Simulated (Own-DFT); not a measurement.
# How strain changes the stress of wurtzite AlN, 72 atoms (Al36N36)

These are calculations, not measurements. They come from Own-DFT, an in-house plane-wave density functional program, since retired, whose code no person has reviewed. Each row is one single-point run on a periodic cell that was not relaxed, without spin or spin-orbit coupling.

Settings of every run: PBE; PseudoDojo norm-conserving scalar-relativistic files; cutoff 42 hartree; 4 x 4 x 3 k mesh centred on Gamma; Gaussian smearing of 0.01 eV.

Known limits: k mesh not checked against a denser one; stress not checked against mesh or cutoff.

Unstrained cell vectors in Å: (9.336, 0.000, 0.000); (-4.668, 8.085, 0.000); (0.000, 0.000, 9.964). The unstrained cell has measured lattice constants (interpolated for alloys), not those of this functional. That, the random moves and any unrelaxed bonds set the pressure at no strain. Each run strains this cell uniformly, with the atoms carried along. Every atom was also moved at random, by a Gaussian of width 0.05 Å on each axis. Strain is the symmetric tensor, in per cent. Stress is positive in tension, and the pressure is minus a third of its trace.

| run | e_xx (%) | e_yy (%) | e_zz (%) | e_yz (%) | e_xz (%) | e_xy (%) | s_xx (GPa) | s_yy (GPa) | s_zz (GPa) | s_yz (GPa) | s_xz (GPa) | s_xy (GPa) | P (GPa) | E (meV/atom) |
|---|---|---|---|---|---|---|---|---|---|---|---|---|---|---|
| 1 | -1.11 | -0.66 | 0.68 | 1.84 | 0.21 | 0.41 | -11.14 | -9.66 | -4.00 | 4.39 | 0.32 | 2.11 | 8.27 | 9.1 |
| 2 | -0.34 | -1.91 | 1.37 | 1.79 | -0.69 | -0.79 | -9.61 | -13.86 | -1.37 | 4.41 | -2.07 | -3.55 | 8.28 | 27.4 |
| 3 | -1.44 | -1.96 | -0.04 | 1.67 | 1.52 | 0.44 | -15.21 | -17.55 | -9.90 | 4.73 | 3.91 | 1.25 | 14.22 | 44.9 |
| 4 | -0.31 | 1.44 | -1.81 | 1.06 | -1.42 | 1.37 | -7.01 | 0.09 | -14.36 | 2.57 | -3.92 | 4.16 | 7.09 | 12.1 |
| 5 | -0.69 | 0.44 | 0.99 | 0.56 | 0.11 | 0.84 | -6.96 | -3.14 | -2.45 | 2.76 | 0.11 | 2.00 | 4.18 | 0.0 |
| 6 | -0.46 | -0.71 | 0.11 | 1.54 | -1.27 | 1.71 | -8.32 | -9.81 | -6.58 | 3.11 | -3.37 | 6.64 | 8.24 | 16.9 |
| 7 | -0.08 | 1.34 | -0.28 | -1.91 | -0.98 | -1.32 | -5.42 | 0.31 | -6.52 | -5.14 | -2.42 | -4.68 | 3.88 | 22.4 |
| 8 | 1.40 | 1.84 | 1.40 | 0.81 | -0.23 | -1.29 | 3.16 | 3.50 | 3.09 | 1.51 | -0.78 | -3.45 | -3.25 | 5.9 |
| 9 | 1.71 | 0.68 | -1.49 | -1.84 | 0.16 | 0.56 | 2.07 | -1.74 | -10.73 | -3.99 | 1.48 | 0.24 | 3.47 | 9.0 |
| 10 | -1.51 | 1.38 | -0.62 | -1.80 | -0.46 | -0.91 | -14.07 | -0.22 | -8.34 | -4.08 | -0.72 | -3.51 | 7.54 | 16.5 |
| 11 | 1.12 | -1.85 | -1.12 | 0.22 | 1.65 | 0.68 | -5.41 | -14.25 | -9.27 | 0.96 | 4.63 | 1.78 | 9.65 | 22.3 |
| 12 | 1.98 | -1.87 | 1.17 | 1.28 | 0.84 | 1.44 | 1.58 | -12.72 | -0.67 | 3.30 | 0.84 | 6.95 | 3.94 | 23.8 |
| 13 | -0.46 | 0.60 | -1.54 | -0.81 | 1.12 | 1.73 | -8.79 | -4.91 | -13.61 | -2.68 | 3.36 | 7.84 | 9.10 | 22.5 |
| 14 | -0.58 | 0.57 | -1.18 | 0.90 | 0.51 | 1.96 | -10.51 | -4.23 | -9.91 | 3.04 | 0.28 | 5.38 | 8.22 | 23.0 |
| 15 | -0.22 | 0.17 | 1.34 | 1.10 | -1.47 | -1.23 | -2.91 | -5.25 | -1.44 | 2.38 | -3.83 | -3.68 | 3.20 | 7.0 |
| 16 | -1.92 | -0.35 | 0.96 | 0.11 | -0.22 | -0.13 | -17.27 | -7.53 | -2.29 | 0.41 | -1.39 | 0.88 | 9.03 | 16.3 |
| 17 | -1.33 | -1.23 | 1.41 | 0.76 | -1.85 | 0.04 | -15.24 | -10.94 | -1.41 | 2.80 | -6.17 | 2.24 | 9.19 | 34.0 |
| 18 | 0.23 | 1.65 | -1.15 | -1.96 | -1.45 | -0.65 | ? | ? | ? | ? | ? | ? | ? | ? |

E is the free energy for each atom above the lowest run shown.

## Worked fit

Each stress component was fitted by least squares to a constant and the strains of the runs shown, as fractions, with shears doubled. Shear strains stay in the fit of a normal stress only where such slopes are resolved. The slopes, in GPa:

```
stress,at no strain,per e_xx,per e_yy,per e_zz,scatter
s_xx,-6.4,500 ± 32,137 ± 30,94 ± 33,1.47
s_yy,-5.9,61 ± 16,472 ± 15,52 ± 17,0.74
s_zz,-5.9,85 ± 22,58 ± 21,435 ± 23,1.03
```

Each shear stress against twice its own strain: yz 116 ± 10, xz 135 ± 8, xy 198 ± 20 GPa. These are stiffnesses along x, y and z of the frame in which the cell vectors are given, which need not be the crystal's axes. The atoms are held to the strained lattice; where symmetry lets them move under strain, relaxing them would lower some slopes. The table should be nearly symmetric about its diagonal, and what it lacks of that shows the noise. A ninth of its sum, 210 ± 6 GPa, estimates the bulk modulus near the mean pressure of these runs, 6.7 GPa, so it lies above the value at zero pressure.

## Withheld run

Question: what normal stresses and pressure should run 18 give?

The fit gives s_xx = -4.1, s_yy = 1.4, s_zz = -9.8 and P = 4.2 GPa. The calculation gave -3.84, 2.19, -9.39 and P = 3.68 GPa.
